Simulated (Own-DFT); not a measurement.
Simulation results for AlGa₃N₄ (wurtzite random alloy, strained, atoms displaced)

Computed with Own-DFT development build. A calculation, not a measurement: plane-wave density functional theory by an unreviewed code, no spin, of a simulated periodic cell, stress positive in tension, run twice, with PBE and with PBEsol, both on files made for PBE, so the change isn't that of files made for PBEsol, forces on such cells passed a denser k mesh, this cell's mesh not checked; the far tail of each file's local potential was reset to the Coulomb form; each entry is a single point on an unrelaxed cell, so the pressure reflects the starting lattice, mostly measured values (interpolated for alloys), from which strain is counted, and rises with the displacements; printed positions are rounded, which can move forces by about a meV/angstrom; the program, named Own-DFT, is a retired in-house code; no spin-orbit coupling; stress was not checked against mesh or cutoff.

## AlGa₃N₄ (wurtzite random alloy, strained, atoms displaced)

```
CELL_PARAMETERS angstrom
9.41420 0.00000 0.00000
-4.70710 8.15290 0.00000
0.00000 0.00000 10.26850
ATOMIC_POSITIONS crystal
Ga 0.10902 0.22609 0.99682
Ga 0.22050 0.11617 0.24686
N 0.11454 0.22223 0.18426
N 0.22257 0.10490 0.45030
Al 0.10955 0.22398 0.49941
Ga 0.22223 0.10505 0.75191
N 0.10678 0.21942 0.69222
N 0.22750 0.11458 0.94352
Ga 0.10700 0.56380 0.00260
Ga 0.22603 0.44526 0.24946
N 0.12111 0.56165 0.19054
N 0.22241 0.44173 0.43859
Ga 0.11250 0.56082 0.50011
Ga 0.22424 0.44544 0.74475
N 0.11289 0.55317 0.69855
N 0.23713 0.44658 0.93248
Ga 0.10994 0.89729 0.99683
Ga 0.22461 0.78210 0.24799
N 0.10896 0.89073 0.18692
N 0.22859 0.77695 0.44157
Ga 0.10469 0.89571 0.50043
Ga 0.22787 0.78313 0.75436
N 0.10775 0.88568 0.69788
N 0.22650 0.77536 0.93993
Ga 0.43620 0.21651 0.00734
Al 0.54851 0.10080 0.25406
N 0.43219 0.22022 0.18685
N 0.55627 0.10602 0.43696
Ga 0.44242 0.22296 0.49872
Ga 0.55430 0.10857 0.75298
N 0.45085 0.23089 0.68623
N 0.54826 0.11687 0.93722
Ga 0.44642 0.55547 0.99125
Ga 0.55527 0.43620 0.24747
N 0.43423 0.54879 0.19039
N 0.55172 0.44422 0.43551
Ga 0.45019 0.56798 0.49537
Ga 0.55091 0.44777 0.75221
N 0.44129 0.55897 0.68465
N 0.54999 0.44496 0.93981
Al 0.45505 0.88683 0.00452
Ga 0.55934 0.78470 0.24749
N 0.43592 0.87744 0.18845
N 0.56151 0.78321 0.44332
Ga 0.43837 0.88380 0.50911
Al 0.54885 0.78219 0.74828
N 0.44020 0.87593 0.69466
N 0.56482 0.76889 0.93802
Al 0.77913 0.22428 0.00221
Al 0.88426 0.11321 0.25368
N 0.76493 0.21738 0.18330
N 0.89421 0.11152 0.43274
Ga 0.78162 0.21330 0.49701
Ga 0.89168 0.11760 0.74696
N 0.77906 0.23538 0.68625
N 0.88496 0.10594 0.95109
Ga 0.78136 0.56212 0.99634
Ga 0.88198 0.44289 0.25999
N 0.77693 0.55037 0.18305
N 0.89442 0.43937 0.43432
Ga 0.76563 0.55112 0.50108
Al 0.88939 0.43938 0.75899
N 0.78347 0.55326 0.69061
N 0.89070 0.44156 0.94148
Ga 0.77844 0.89193 0.99436
Al 0.89510 0.78355 0.25296
N 0.78177 0.89423 0.19461
N 0.88580 0.78567 0.44508
Ga 0.77089 0.88476 0.49968
Al 0.88719 0.76574 0.75763
N 0.78770 0.89617 0.68510
N 0.88091 0.77590 0.92825
```

```
functional                                        : PBE, then PBEsol
potential files                                   : PseudoDojo norm-conserving, scalar-relativistic, standard set
wave cutoff                                       : 42 hartree
occupations                                       : Fermi-Dirac
smearing width                                    : 0.1 eV
k mesh                                            : 4 x 4 x 3 centred on Gamma
PBE pressure                                      : 11.94 GPa
PBE stress xx                                     : -12.98 GPa
PBE stress yy                                     : -13.39 GPa
PBE stress zz                                     : -9.45 GPa
PBE stress yz                                     : 0.39 GPa
PBE stress xz                                     : -0.5 GPa
PBE stress xy                                     : -1.91 GPa
PBEsol pressure                                   : 6.89 GPa
PBEsol stress xx                                  : -7.86 GPa
PBEsol stress yy                                  : -8.26 GPa
PBEsol stress zz                                  : -4.53 GPa
PBEsol stress yz                                  : 0.37 GPa
PBEsol stress xz                                  : -0.48 GPa
PBEsol stress xy                                  : -1.8 GPa
rms change of force components from PBE to PBEsol : 0.074 eV/Å
```

Force:
```
force element  PBE force x (eV/Å)  PBE force y (eV/Å)  PBE force z (eV/Å)  PBEsol force x (eV/Å)  PBEsol force y (eV/Å)  PBEsol force z (eV/Å)
           Ga               0.833               0.563               0.213                  0.845                   0.54                  0.218
           Ga              -0.401              -1.142               1.479                 -0.374                 -1.102                  1.399
            N              -2.501              -0.134               0.845                 -2.332                 -0.074                   0.79
            N              -1.704               2.468              -1.993                 -1.552                  2.342                 -1.984
           Al               0.747              -0.126                0.56                  0.748                 -0.137                  0.579
           Ga               -0.21               1.328              -0.009                 -0.207                  1.295                 -0.005
            N                1.18               0.379              -1.636                  1.139                  0.377                 -1.464
            N              -1.682              -0.387              -1.356                 -1.644                 -0.392                 -1.323
           Ga               2.016              -1.248               0.345                  1.958                 -1.199                  0.336
           Ga              -1.279              -0.693               0.442                 -1.233                 -0.655                  0.423
            N              -1.707              -0.992              -0.106                 -1.667                  -0.96                  -0.11
            N              -0.078              -0.272               0.582                 -0.072                 -0.091                  0.505
           Ga               0.416              -1.075               1.008                   0.42                 -1.044                  0.964
           Ga               0.151              -0.577               0.775                  0.154                 -0.558                  0.767
            N              -1.886               0.362              -1.195                 -1.705                  0.423                 -1.222
            N              -3.042              -0.665               0.133                 -2.962                 -0.659                  0.127
           Ga               0.636              -1.494                0.14                  0.634                 -1.444                  0.144
           Ga              -1.022              -0.893               0.931                 -0.968                 -0.888                  0.899
            N              -0.373              -0.421               0.404                 -0.216                  -0.32                  0.335
            N              -1.947               0.681              -0.621                 -1.895                  0.652                 -0.599
           Ga                1.37              -2.359               1.546                  1.343                 -2.287                  1.519
           Ga              -1.253              -1.591               0.214                 -1.218                 -1.554                  0.209
            N              -0.247               -0.64              -0.818                 -0.102                 -0.529                 -0.839
            N               0.268               2.106               0.721                  0.145                  1.982                  0.653
           Ga                0.78               1.731              -1.039                  0.739                  1.689                 -1.022
           Al              -0.383               0.587              -0.904                 -0.407                  0.584                 -0.903
            N               2.876              -1.002               1.563                   2.71                 -0.917                  1.483
            N              -0.394               0.079              -0.172                 -0.377                  0.078                  0.011
           Ga               0.989               0.019               0.485                  0.963                  0.012                  0.492
           Ga              -0.253               0.789              -0.667                 -0.271                   0.79                 -0.654
            N              -0.286              -1.439               0.302                 -0.288                 -1.412                    0.3
            N               2.756              -1.614               1.157                  2.584                 -1.521                  1.043
           Ga              -0.186              -0.316               2.622                 -0.171                  -0.32                  2.554
           Ga              -1.032                 1.5              -0.272                 -1.025                  1.459                 -0.272
            N               2.701               1.809              -0.836                  2.635                  1.761                  -0.81
            N               0.015               -0.15              -0.119                  0.029                 -0.144                 -0.113
           Ga              -0.415              -2.023               0.451                 -0.409                 -1.982                  0.444
           Ga               0.717               0.239              -0.128                  0.698                   0.21                 -0.131
            N               1.032                1.34               0.093                  1.005                  1.163                  0.052
            N               2.118              -0.907              -0.168                  2.056                  -0.87                 -0.174
           Al               -1.14              -0.054              -0.961                 -1.123                 -0.058                 -0.962
           Ga               0.533              -1.908               0.672                  0.508                  -1.87                  0.659
            N               0.913               2.801              -1.023                  0.889                  2.597                 -0.878
            N              -1.822               0.196              -1.523                 -1.772                  0.178                 -1.477
           Ga               0.814               0.842              -0.765                  0.792                   0.82                 -0.753
           Al               3.774              -1.437                 0.7                  3.805                 -1.436                  0.707
            N              -0.438               2.538              -0.596                 -0.661                  2.594                 -0.671
            N              -2.828               2.423              -1.315                  -2.65                  2.301                 -1.191
           Al              -0.767               -0.38              -0.169                 -0.776                  -0.37                  -0.18
           Al               0.671               0.436              -1.716                  0.651                  0.462                 -1.726
            N               0.611              -0.545               1.182                  0.606                 -0.407                  1.236
            N               0.661              -0.009               0.309                  0.498                 -0.085                  0.438
           Ga              -1.164                1.06               0.553                 -1.146                  1.036                  0.544
           Ga              -0.837              -0.769               0.914                 -0.789                 -0.764                  0.865
            N               0.567              -1.552               0.348                  0.564                 -1.718                  0.271
            N              -1.157               2.338              -1.974                  -0.99                  2.203                 -1.973
           Ga              -0.518              -1.449               0.316                  -0.51                 -1.421                  0.327
           Ga               1.219               0.041              -2.983                  1.182                  0.039                 -2.918
            N              -0.265               1.942               1.089                  -0.26                  1.773                  1.035
            N              -1.434               0.357               2.278                 -1.399                  0.349                  2.208
           Ga               1.901               0.449               0.451                  1.843                  0.437                  0.455
           Al              -0.006               1.366              -1.055                 -0.007                  1.376                 -1.039
            N              -0.208               0.016               0.497                 -0.334                 -0.075                  0.373
            N              -0.666              -0.671              -0.594                 -0.642                 -0.476                 -0.471
           Ga               0.759               -1.09               1.765                  0.749                 -1.078                  1.713
           Al              -0.969              -0.844              -0.077                 -0.969                 -0.871                 -0.068
            N               0.863              -0.148              -0.526                  0.705                  -0.23                 -0.602
            N               1.298              -1.992              -2.243                  1.261                 -1.933                 -2.061
           Ga                0.84               1.827               1.002                   0.83                  1.787                  0.988
           Al               -0.69               1.327              -3.159                   -0.7                  1.332                 -3.186
            N              -1.049              -1.658               1.574                 -1.039                   -1.5                  1.457
            N               1.212               0.723               2.052                  1.176                   0.71                   2.26
```
